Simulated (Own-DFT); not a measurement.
Simulation results for Hf₃₆O₇₁ (tetragonal hafnia with one neutral oxygen vacancy, atoms displaced)

All values are calculated (Own-DFT development build). A calculation, not a measurement: plane-wave PBE and HSE06 DFT by an unreviewed code, no spin, of a simulated cell at Gamma alone, so results move with cell size and shape, stress positive in tension, energies less offsets, not probed for a lower state with spin; hafnium file: forces about 75 meV/angstrom off all-electron values; oxygen file: force components 24 meV/angstrom off all-electron in a glass; k mesh not checked against a denser one; forces and stress are PBE's, HSE06 gives the energy alone, and its difference from PBE has offsets of its own; offsets are fitted by least squares, one for each functional and potential file, so energies compare only between cells with the same atoms and settings and are not formation energies; the far tail of each file's local potential was reset to the Coulomb form; each entry is a single point on an unrelaxed cell, so the pressure reflects the starting lattice, taken from the Materials Project, from which strain is counted, and rises with the displacements; printed positions are rounded, which can move forces by about a meV/angstrom; the program is a retired in-house code; no spin-orbit coupling.

Common to all runs: first functional PBE; second functional HSE06; exact exchange share 0.25; screening 0.11 1/bohr; exchange divergence Gygi-Baldereschi; potential files PseudoDojo norm-conserving, scalar-relativistic, made for PBE, standard set; wave cutoff 48 hartree; occupations fixed; k mesh 1 x 1 x 1 centred on Gamma.

(1) Hf₃₆O₇₁ (tetragonal hafnia with one neutral oxygen vacancy, atoms displaced)

```
Hf36O71
1.0
     10.7800     0.0000     0.0000
      0.0000    10.7800     0.0000
      0.0000     0.0000    10.4493
Hf O Hf O Hf O Hf O Hf O Hf O Hf O Hf O Hf O Hf O Hf O Hf O Hf O Hf O Hf O Hf O Hf O Hf O
2 4 2 4 2 4 2 4 2 4 2 4 2 4 2 4 2 4 2 4 2 4 2 4 2 3 2 4 2 4 2 4 2 4 2 4
Direct
  0.99727 0.00231 0.98864
  0.17367 0.17184 0.23979
  0.99475 0.17369 0.15011
  0.16718 0.00956 0.34223
  0.00847 0.16867 0.39349
  0.17420 0.99691 0.09039
  0.98735 0.00032 0.49488
  0.16909 0.16895 0.75485
  0.00335 0.16881 0.66013
  0.17033 0.99354 0.84340
  0.99961 0.16319 0.90726
  0.16610 0.00709 0.60837
  0.01843 0.33596 0.00763
  0.16674 0.50044 0.25985
  0.99280 0.49710 0.16566
  0.16814 0.32153 0.34515
  0.00540 0.48267 0.39579
  0.16629 0.33422 0.10273
  0.01691 0.33579 0.51491
  0.16777 0.50686 0.74483
  0.99676 0.50152 0.65306
  0.17693 0.32994 0.84425
  0.00622 0.49217 0.90274
  0.16095 0.32363 0.59517
  0.00382 0.66886 0.99757
  0.17108 0.84220 0.25465
  0.00100 0.84647 0.14753
  0.17125 0.66500 0.33885
  0.98416 0.82582 0.39422
  0.16605 0.66788 0.09928
  0.00481 0.67096 0.50550
  0.16921 0.82867 0.75282
  0.00469 0.83340 0.65355
  0.16107 0.66635 0.84571
  0.00384 0.81891 0.91662
  0.16430 0.66763 0.60604
  0.33738 0.99740 0.98991
  0.49020 0.15785 0.25276
  0.32936 0.16847 0.14682
  0.49772 0.99684 0.33939
  0.33012 0.15959 0.39993
  0.51173 0.99651 0.10539
  0.33472 0.00528 0.50438
  0.49677 0.15251 0.74992
  0.32595 0.15830 0.65825
  0.50815 0.00513 0.84596
  0.34104 0.16325 0.89756
  0.48786 0.00138 0.59521
  0.33431 0.33276 0.00005
  0.51226 0.50773 0.26090
  0.32151 0.49699 0.15204
  0.49673 0.35068 0.34881
  0.32860 0.49417 0.40650
  0.49216 0.33010 0.09523
  0.34314 0.33057 0.51075
  0.48555 0.49096 0.73800
  0.33238 0.50277 0.65463
  0.49016 0.33047 0.85743
  0.33119 0.50697 0.89807
  0.49392 0.33379 0.59662
  0.33058 0.66674 0.99974
  0.50348 0.82481 0.25415
  0.32549 0.83277 0.15876
  0.51902 0.65813 0.36029
  0.33262 0.83365 0.41903
  0.50349 0.65618 0.10193
  0.32714 0.66753 0.49844
  0.50290 0.81989 0.74566
  0.31840 0.83074 0.64720
  0.50034 0.66002 0.85753
  0.33515 0.83147 0.89364
  0.49690 0.68007 0.59664
  0.67862 0.99681 0.00240
  0.83280 0.17094 0.24693
  0.66443 0.15393 0.14390
  0.82153 0.99927 0.35733
  0.82290 0.99344 0.07697
  0.67516 0.00541 0.50003
  0.83979 0.16670 0.75066
  0.67480 0.17263 0.64152
  0.83277 0.99776 0.84882
  0.67380 0.15265 0.91361
  0.83519 0.99934 0.59698
  0.66814 0.31875 0.99907
  0.83853 0.50301 0.26026
  0.65938 0.50737 0.15552
  0.83484 0.33907 0.34585
  0.67191 0.50127 0.39205
  0.84303 0.33906 0.10866
  0.66783 0.33735 0.50227
  0.83407 0.50999 0.74293
  0.66166 0.49776 0.66582
  0.83847 0.32712 0.83544
  0.66710 0.49614 0.90877
  0.83929 0.33442 0.60683
  0.66355 0.65946 0.99896
  0.83007 0.83055 0.25406
  0.66865 0.83934 0.16488
  0.82770 0.67730 0.33951
  0.66100 0.83647 0.40526
  0.83606 0.66553 0.09140
  0.67401 0.66283 0.50527
  0.84197 0.83272 0.74652
  0.66189 0.83280 0.65212
  0.83763 0.66981 0.84810
  0.65955 0.83232 0.89386
  0.84153 0.66479 0.59295
```

- PBE energy of cell above offsets: -88.747 eV
- HSE06 less PBE above offsets: 0.448 eV
- PBE pressure: 5.46 GPa
- PBE stress xx: -6.96 GPa
- PBE stress yy: -3.96 GPa
- PBE stress zz: -5.45 GPa
- PBE stress yz: 1.04 GPa
- PBE stress xz: -1.29 GPa
- PBE stress xy: 0.19 GPa

Force:
```tsv
element	x (eV/Å)	y (eV/Å)	z (eV/Å)
Hf	0.994	-2.105	2.556
Hf	-2.737	-1.041	1.377
O	0.848	-1.35	-0.288
O	-0.141	-1.915	0.447
O	-1.707	-0.958	1.901
O	-0.654	0.526	-0.49
Hf	3.494	1.492	-0.916
Hf	-0.979	-2.426	-0.231
O	-0.458	-0.258	-0.728
O	-0.516	0.875	1.069
O	0.652	1.547	-0.874
O	-1.025	-0.481	-2.085
Hf	-4.397	-0.287	-0.758
Hf	-0.144	-1.799	-1.599
O	2.768	0.383	-1.49
O	0.549	2.014	0.76
O	-0.032	3.211	1.982
O	1.618	-0.281	0.165
Hf	-6.747	-1.698	-4.579
Hf	-1.374	-0.617	2.712
O	1.791	0.281	-0.73
O	-0.23	1.445	0.491
O	0.18	0.989	-0.353
O	6.443	0.741	3.241
Hf	-0.59	-3.613	2.884
Hf	-1.858	0.345	-1.532
O	-0.236	-0.07	1.536
O	-0.18	1.631	2.548
O	1.475	1.087	1.887
O	-0.211	-0.066	-0.68
Hf	0.488	-0.763	-1.843
Hf	0.464	1.691	-0.201
O	-0.66	-0.388	-0.78
O	0.455	-0.841	0.276
O	-0.324	4.98	-3.631
O	0.031	-1.051	-1.031
Hf	0.404	-0.06	1.501
Hf	1.134	1.062	-1.35
O	1.632	-0.167	-0.673
O	0.07	-0.296	1.372
O	1.435	2.071	0.09
O	-2.798	-0.176	-0.991
Hf	-3.099	-0.865	-0.102
Hf	0.272	1.487	0.044
O	2.034	1.321	-1.14
O	-0.918	-2.138	-0.139
O	-0.633	-0.296	0.372
O	3.233	0.293	0.983
Hf	0.989	0.882	0.075
Hf	-1.838	-0.925	-3.158
O	1.552	0.311	-0.025
O	0.239	-3.743	1.496
O	-0.495	0.957	1.107
O	1.791	-0.359	0.287
Hf	-3.473	-0.733	-4.384
Hf	3.321	0.416	5.313
O	-2.046	-0.288	-2.324
O	0.725	0.053	-2.169
O	-0.399	-0.9	-0.263
O	2.669	0.324	1.74
Hf	0.555	-0.61	1.249
Hf	0.288	1.078	-0.611
O	2.54	-0.414	-0.37
O	-1.464	2.314	0.424
O	0.038	-0.381	-2.108
O	-1.789	1.653	0.372
Hf	0.578	0.268	0.14
Hf	-0.775	0.496	1.548
O	2.059	-0.517	0.731
O	-0.173	0.016	-1.801
O	0.206	-0.228	0.627
O	0.079	-1.19	0.283
Hf	-7.324	-2.159	-2.181
Hf	0.278	1.715	0.262
O	0.618	1.799	2.323
O	0.309	1.105	-0.761
O	7.747	0.243	4.665
Hf	-1.852	0.11	-0.645
Hf	-0.591	0.91	-0.027
O	-1.411	-0.651	0.474
O	1.292	-1.106	-1.431
O	-0.064	3.245	-2.735
O	-0.302	-0.429	1.025
Hf	0.182	1.762	0.965
Hf	-1.367	-0.704	-2.319
O	2.299	-0.562	-0.3
O	-1.643	-2.286	1.086
O	0.56	-0.051	2.9
O	-1.927	-0.729	-1.657
Hf	1.889	-1.332	-0.756
Hf	-0.518	-2.741	2.778
O	0.034	0.748	-2.258
O	-0.837	1.385	1.484
O	0.744	-0.764	-0.185
O	-0.816	0.596	-1.935
Hf	0.577	-0.245	0.031
Hf	1.314	1.722	-2.39
O	-0.871	-0.959	-0.873
O	-0.273	-3.133	2.437
O	0.121	-0.692	1
O	-0.433	0.407	0.344
Hf	-2.161	1.601	-1.677
Hf	-2.22	0.363	1.589
O	2.383	-0.09	-0.47
O	-0.067	-0.147	-1.29
O	0.224	-0.848	0.656
O	-0.889	-0.028	0.712
```

(2) Hf₃₆O₇₁ (tetragonal hafnia with one neutral oxygen vacancy, atoms displaced)

```
Hf36O71
1.0
     10.7800     0.0000     0.0000
      0.0000    10.7800     0.0000
      0.0000     0.0000    10.4493
Hf O Hf O Hf O Hf O Hf O Hf O Hf O Hf O Hf O Hf O Hf O Hf O Hf O Hf O Hf O Hf O Hf O Hf O
2 4 2 4 2 3 2 4 2 4 2 4 2 4 2 4 2 4 2 4 2 4 2 4 2 4 2 4 2 4 2 4 2 4 2 4
Direct
  0.00019 0.99550 0.00362
  0.16794 0.16634 0.24474
  0.00142 0.16862 0.15332
  0.16353 0.00172 0.34576
  0.99982 0.16608 0.40086
  0.16939 0.99805 0.10137
  0.99922 0.00086 0.49701
  0.16636 0.16749 0.75193
  0.99705 0.16870 0.65638
  0.16416 0.99653 0.84740
  0.99794 0.16142 0.90427
  0.16617 0.99947 0.60236
  0.99582 0.33516 0.99969
  0.16105 0.50235 0.25419
  0.00327 0.50405 0.15352
  0.16743 0.33141 0.34613
  0.00006 0.50520 0.39800
  0.99847 0.32994 0.50049
  0.16164 0.50452 0.74760
  0.00318 0.50401 0.65065
  0.16896 0.32963 0.85210
  0.00109 0.50046 0.90326
  0.16962 0.33460 0.59750
  0.99946 0.66874 0.99644
  0.16686 0.83244 0.24813
  0.99869 0.83574 0.15119
  0.16131 0.66340 0.34985
  0.99939 0.82400 0.40211
  0.16643 0.66781 0.09636
  0.00316 0.66958 0.50126
  0.17033 0.83304 0.74831
  0.00066 0.83164 0.64888
  0.17007 0.66664 0.84613
  0.99660 0.82797 0.89984
  0.16590 0.66790 0.60040
  0.33083 0.99880 0.00011
  0.49712 0.16797 0.25102
  0.33406 0.16853 0.15095
  0.50141 0.00403 0.34930
  0.33212 0.16768 0.40225
  0.50057 0.00212 0.09513
  0.33044 0.99927 0.50143
  0.49837 0.16461 0.75017
  0.33122 0.16224 0.64906
  0.50243 0.00245 0.84342
  0.33778 0.16489 0.89589
  0.50140 0.00089 0.59928
  0.33137 0.33276 0.99963
  0.50174 0.50245 0.24751
  0.33227 0.49940 0.15034
  0.50113 0.33192 0.35545
  0.33626 0.49749 0.40412
  0.49724 0.33500 0.09690
  0.33377 0.33269 0.50187
  0.50184 0.50082 0.75468
  0.32845 0.49838 0.65037
  0.50496 0.33368 0.84199
  0.33763 0.50080 0.89997
  0.50129 0.33083 0.59882
  0.33028 0.66919 0.00143
  0.49905 0.83454 0.24726
  0.33646 0.83209 0.15509
  0.49484 0.66745 0.34562
  0.32926 0.83273 0.40037
  0.49860 0.66378 0.09826
  0.33045 0.66498 0.49666
  0.50107 0.83273 0.74950
  0.33518 0.83288 0.65743
  0.50109 0.67139 0.84873
  0.33545 0.82531 0.90295
  0.49785 0.66608 0.59683
  0.66784 0.99643 0.99630
  0.83467 0.16874 0.24297
  0.67086 0.16548 0.15041
  0.83237 0.99772 0.34560
  0.66747 0.16541 0.40734
  0.82931 0.99994 0.10243
  0.67287 0.00302 0.49737
  0.83216 0.16328 0.75121
  0.66558 0.16905 0.65379
  0.83257 0.00006 0.84663
  0.66296 0.16635 0.90574
  0.83329 0.00111 0.59786
  0.66616 0.33412 0.00278
  0.83401 0.50179 0.25172
  0.67059 0.49980 0.15224
  0.82750 0.33701 0.34761
  0.66816 0.50597 0.40285
  0.83623 0.33454 0.10460
  0.66984 0.33479 0.49785
  0.82946 0.49946 0.75126
  0.66468 0.50685 0.65588
  0.82901 0.33399 0.84872
  0.66598 0.50306 0.90454
  0.83521 0.33609 0.60023
  0.66877 0.66785 0.99915
  0.83288 0.83109 0.25290
  0.66560 0.83407 0.15245
  0.83199 0.66860 0.34743
  0.66624 0.82826 0.40455
  0.83016 0.66344 0.10429
  0.66934 0.66640 0.50092
  0.83077 0.83528 0.75161
  0.66537 0.83227 0.65430
  0.83622 0.66680 0.85015
  0.66546 0.83686 0.90324
  0.83314 0.67086 0.59617
```

- PBE energy of cell above offsets: -101.063 eV
- HSE06 less PBE above offsets: -0.162 eV
- PBE pressure: 0.69 GPa
- PBE stress xx: -0.14 GPa
- PBE stress yy: -0.76 GPa
- PBE stress zz: -1.15 GPa
- PBE stress yz: 0.26 GPa
- PBE stress xz: -0.27 GPa
- PBE stress xy: -0.01 GPa

Force:
```tsv
element	x (eV/Å)	y (eV/Å)	z (eV/Å)
Hf	-0.321	0.149	-0.304
Hf	0.185	0.67	0.858
O	0.072	-0.057	-0.522
O	-0.181	-0.735	0.254
O	-0.364	0.21	0.383
O	-0.397	-0.106	-0.38
Hf	0.404	-0.821	0.256
Hf	0.352	-0.128	-0.209
O	0.479	0.032	-0.619
O	0.251	0.251	0.667
O	-0.12	0.599	0.375
O	-0.507	-0.084	-0.795
Hf	1.241	-0.57	0.042
Hf	1.074	-0.962	-0.398
O	-0.537	-0.651	-0.578
O	-0.378	0.229	-0.645
O	-0.172	-1.383	0.645
Hf	0.702	0.855	-0.135
Hf	1.462	-0.874	0.248
O	-1.298	-0.307	0.144
O	-0.294	0.644	-0.032
O	-0.105	-0.149	-0.119
O	-1.413	-0.474	0.054
Hf	-0.325	-0.798	0.848
Hf	0.05	-0.111	0.611
O	0.208	0.019	-0.094
O	0.734	1.074	-0.077
O	0.102	2.458	-0.602
O	-0.393	0.545	0.319
Hf	-0.665	-0.933	0.565
Hf	-0.616	-0.17	-0.283
O	-0.222	0.346	0.58
O	-0.447	0.164	0.402
O	0.108	1.306	0.243
O	0.473	0.143	-0.165
Hf	1.018	0.085	-0.725
Hf	0.737	0.126	0.315
O	-0.278	0.105	-0.424
O	-0.146	-0.682	-0.549
O	-0.004	-0.653	-0.306
O	-0.501	-0.155	-0.068
Hf	0.984	0.568	0.171
Hf	0.039	0.5	-0.758
O	-0.158	0.152	0.321
O	-0.197	-1.162	0.693
O	-0.388	-0.118	0.893
O	-0.122	-0.108	-0.762
Hf	-0.653	0.64	-0.297
Hf	-0.648	-0.195	0.329
O	-0.539	-0.425	0.476
O	0.375	0.271	-1.218
O	-0.262	0.422	-0.335
O	0.672	-0.131	0.076
Hf	0.767	0.232	0.13
Hf	-1.446	0.309	-0.676
O	0.593	0.2	0.46
O	0.094	-0.017	0.841
O	-0.038	-0.178	0.559
O	0.053	0.323	-0.234
Hf	0.772	-1.788	-0.101
Hf	0.811	-0.016	0.957
O	-0.906	0.164	-0.623
O	-0.026	0.07	-0.24
O	-0.208	0.286	0.277
O	0.563	0.053	-0.172
Hf	1.031	-0.543	0.564
Hf	0.037	0.249	-0.283
O	-0.374	0.255	-0.744
O	0.463	-0.71	0.032
O	-0.308	2.268	0.126
O	-0.112	0.108	-0.25
Hf	-0.554	1.309	0.929
Hf	-0.506	-0.164	0.916
O	-0.946	0.582	0.496
O	0.278	0.433	0.513
O	0.378	0.654	-0.642
O	1.11	0.055	-0.868
Hf	-1.61	-0.829	0.363
Hf	-0.583	0.765	0.033
O	0.857	-0.219	0.029
O	-0.032	-0.294	0.481
O	0.439	0.071	-0.062
O	0.532	0.015	0.109
Hf	-0.245	-0.388	-0.208
Hf	0.209	0.538	0.076
O	-0.744	-0.291	-0.029
O	0.325	-0.802	0.367
O	-0.135	-0.945	-0.159
O	-0.269	-0.082	-0.686
Hf	-1.03	-0.159	0.334
Hf	0.433	0.185	-0.432
O	0.721	-0.351	-0.2
O	0.198	-0.118	0.202
O	0.142	-0.349	-0.132
O	-0.151	0.224	-0.176
Hf	-0.687	0.106	0.593
Hf	-0.527	-0.087	-0.301
O	0.064	-0.111	-0.06
O	-0.031	-0.447	0.174
O	0.031	1.198	-0.294
O	0.829	0.388	-0.95
Hf	-0.69	0.35	0.484
Hf	0.522	-0.806	-0.932
O	0.575	0.08	0.134
O	-0.457	-0.001	-0.076
O	0.454	-1.098	-0.423
O	0.259	-0.291	0.396
```

(3) Hf₃₆O₇₁ (tetragonal hafnia with one neutral oxygen vacancy, atoms displaced)

```
Hf36O71
1.0
     10.7800     0.0000     0.0000
      0.0000    10.7800     0.0000
      0.0000     0.0000    10.4493
Hf O Hf O Hf O Hf O Hf O Hf O Hf O Hf O Hf O Hf O Hf O Hf O Hf O Hf O Hf O Hf O Hf O Hf O
2 4 2 4 2 4 2 4 2 4 2 4 2 4 2 4 2 4 2 4 2 4 2 4 2 4 2 4 2 4 2 4 2 3 2 4
Direct
  0.99671 0.00265 0.99595
  0.16519 0.17031 0.25220
  0.99972 0.16211 0.15000
  0.16741 0.99994 0.34811
  0.00134 0.16215 0.40337
  0.16644 0.99835 0.09487
  0.99955 0.00057 0.50570
  0.16853 0.16212 0.75468
  0.99825 0.17155 0.65452
  0.16112 0.00592 0.84645
  0.99838 0.16412 0.90595
  0.16613 0.00263 0.59470
  0.99605 0.33432 0.00481
  0.16455 0.49900 0.24963
  0.99735 0.49929 0.14910
  0.16763 0.33313 0.34527
  0.00270 0.50076 0.40293
  0.16482 0.33503 0.09799
  0.00355 0.33119 0.50168
  0.16477 0.50341 0.74839
  0.99978 0.49888 0.65120
  0.17247 0.33151 0.84633
  0.00071 0.50273 0.90453
  0.16405 0.33417 0.60059
  0.00001 0.66428 0.99944
  0.16382 0.83685 0.25192
  0.99673 0.83199 0.15595
  0.16465 0.66899 0.34401
  0.00229 0.83637 0.39973
  0.17024 0.67099 0.09391
  0.00359 0.66557 0.50176
  0.16439 0.83125 0.74911
  0.00074 0.83054 0.65201
  0.16648 0.66438 0.85164
  0.00017 0.83030 0.90733
  0.17151 0.66235 0.59214
  0.33378 0.00224 0.00031
  0.49973 0.16854 0.25023
  0.33149 0.17158 0.14785
  0.50128 0.00629 0.35094
  0.33624 0.16558 0.39719
  0.50000 0.99853 0.09336
  0.32913 0.99870 0.50379
  0.50024 0.16804 0.74792
  0.33366 0.16190 0.65169
  0.50176 0.00340 0.84415
  0.33276 0.16699 0.90493
  0.50437 0.00116 0.59617
  0.33288 0.34003 0.00129
  0.49796 0.50348 0.24752
  0.32940 0.50556 0.15242
  0.50148 0.33025 0.34344
  0.33383 0.49416 0.40395
  0.50112 0.33594 0.10236
  0.33459 0.33079 0.50134
  0.49884 0.49983 0.75316
  0.33549 0.50355 0.65161
  0.50298 0.33664 0.84657
  0.33231 0.50329 0.90240
  0.49837 0.33457 0.60082
  0.33521 0.67099 0.00113
  0.50107 0.83142 0.25166
  0.33589 0.83416 0.15323
  0.49639 0.67237 0.34542
  0.33456 0.83205 0.40147
  0.49827 0.66519 0.09568
  0.33073 0.66810 0.49894
  0.49826 0.83611 0.75555
  0.33273 0.83162 0.65612
  0.49712 0.67020 0.84540
  0.33500 0.83279 0.89980
  0.50199 0.66776 0.60089
  0.66708 0.00176 0.99471
  0.83173 0.16854 0.24808
  0.66736 0.16700 0.14822
  0.83467 0.99853 0.35183
  0.66660 0.16314 0.40508
  0.83623 0.99575 0.09599
  0.66146 0.99850 0.49852
  0.83143 0.16877 0.75441
  0.66686 0.16825 0.65389
  0.83336 0.00534 0.84630
  0.66934 0.16816 0.90535
  0.83455 0.99856 0.59686
  0.66927 0.33061 0.99481
  0.83425 0.50133 0.25255
  0.66771 0.49840 0.15129
  0.83105 0.33276 0.34637
  0.67092 0.50264 0.40028
  0.83638 0.33045 0.10315
  0.66871 0.33558 0.49777
  0.83194 0.50064 0.74380
  0.66545 0.49262 0.65019
  0.83590 0.33223 0.84638
  0.66796 0.50212 0.90399
  0.83497 0.33076 0.60197
  0.67005 0.67048 0.00318
  0.83289 0.83306 0.25211
  0.82955 0.66733 0.34818
  0.66909 0.83494 0.40368
  0.83813 0.66896 0.10186
  0.66935 0.67206 0.50121
  0.83376 0.82938 0.74637
  0.66454 0.83303 0.65265
  0.82819 0.66681 0.84720
  0.66765 0.83086 0.90019
  0.83275 0.66558 0.59585
```

- PBE energy of cell above offsets: -100.860 eV
- HSE06 less PBE above offsets: -0.143 eV
- PBE pressure: 0.94 GPa
- PBE stress xx: -0.08 GPa
- PBE stress yy: -1.16 GPa
- PBE stress zz: -1.58 GPa
- PBE stress yz: 0.5 GPa
- PBE stress xz: 0.22 GPa
- PBE stress xy: -0.04 GPa

Force:
```tsv
element	x (eV/Å)	y (eV/Å)	z (eV/Å)
Hf	0.668	-0.835	1.091
Hf	0.35	-1.212	-0.773
O	-0.004	0.393	0.533
O	0.382	0.519	0.061
O	0.158	1.071	0.015
O	0.047	-0.115	-0.025
Hf	-0.985	0.072	-1.307
Hf	-0.396	1.976	-0.749
O	0.487	-0.458	0.171
O	0.264	-2.365	0.034
O	0.003	1.416	-0.423
O	-0.098	-0.334	1.029
Hf	0.739	-0.153	-0.722
Hf	-0.021	0.497	-0.252
O	0.511	0.033	0.496
O	-0.354	0.201	0.576
O	-0.147	-0.154	-0.027
O	-0.035	0.194	0.062
Hf	-0.608	-0.557	0.212
Hf	0.945	-1.264	0.593
O	-0.039	0.576	-0.062
O	-0.261	0.598	0.002
O	-0.103	-0.958	-0.617
O	0.909	0.084	-0.678
Hf	0.665	0.677	0.823
Hf	-0.073	0.053	-1.032
O	0.653	0	0.089
O	0.151	-0.703	0.443
O	0.04	-0.82	1.078
O	-0.941	-0.215	0.315
Hf	-0.318	0.533	-1.272
Hf	0.566	0.193	1.226
O	0.293	-0.314	-0.042
O	-0.148	0.819	-1.27
O	-0.049	0.469	-1.061
O	-1.391	0.284	1.109
Hf	-0.404	-0.156	0.571
Hf	-0.261	-0.286	-0.52
O	0.151	-0.296	0.614
O	0.07	-1.493	-0.588
O	-0.476	0.156	0.826
O	0.533	-0.165	0.133
Hf	1.186	0.329	-1.193
Hf	0.012	0.393	-0.276
O	-0.064	0.061	-0.044
O	0.149	0.019	0.481
O	0.261	0.299	-0.446
O	-1.599	-0.145	0.545
Hf	-0.103	-0.88	0.019
Hf	0.558	-0.64	-0.037
O	0.444	-0.439	0.125
O	0.179	1.131	0.799
O	0.029	0.928	-0.231
O	-0.107	0.199	-1.057
Hf	-0.019	-0.032	0.052
Hf	0.054	0.918	-0.63
O	-0.607	-0.225	0.355
O	-0.077	-0.897	0.588
O	0.296	-0.138	0.034
O	0.044	-0.338	-0.637
Hf	-0.461	-0.136	-0.216
Hf	-0.04	1.381	-0.648
O	-0.078	0.005	0.132
O	0.211	-1.269	0.321
O	-0.209	0.587	0.635
O	1.034	0.242	0.441
Hf	2.033	-0.669	-0.265
Hf	0.243	-0.782	-0.84
O	-0.525	0.356	-0.537
O	0.19	-0.505	0.468
O	-0.298	1.01	0.094
O	-0.182	-0.006	-0.921
Hf	0.262	-0.574	0.993
Hf	0.046	-1.059	0.44
O	0.013	-0.103	0.276
O	-0.107	0.396	-0.929
O	0.232	1.06	-0.328
O	-1.418	-0.119	0.055
Hf	1.29	0.594	0.021
Hf	0.435	-0.088	-1.37
O	-0.118	0.054	0.239
O	-0.104	-1.628	0.115
O	-0.15	-0.117	-0.885
O	-0.34	-0.261	0.399
Hf	-0.547	1.428	1.423
Hf	-0.923	0.154	-0.298
O	0.172	0.295	0.362
O	0.164	0.054	0.468
O	-0.454	-0.025	0.364
O	-0.674	-0.002	-0.566
Hf	-0.122	-0.28	0.327
Hf	-0.505	-0.453	0.805
O	0.291	0.31	0.201
O	-0.147	0.967	0.764
O	0.021	-0.292	-0.185
O	-0.074	0.489	-0.913
Hf	0.061	-0.809	0.074
Hf	0.015	0.594	-0.377
O	0.434	0.014	0.307
O	-0.369	-0.409	-0.65
O	-1.11	0.078	-0.37
Hf	-1.081	-0.607	-0.163
Hf	-0.78	0.998	0.576
O	0.65	-0.14	0.12
O	0.424	-0.174	-0.316
O	-0.059	0.865	0.672
O	0.547	0.071	0.557
```
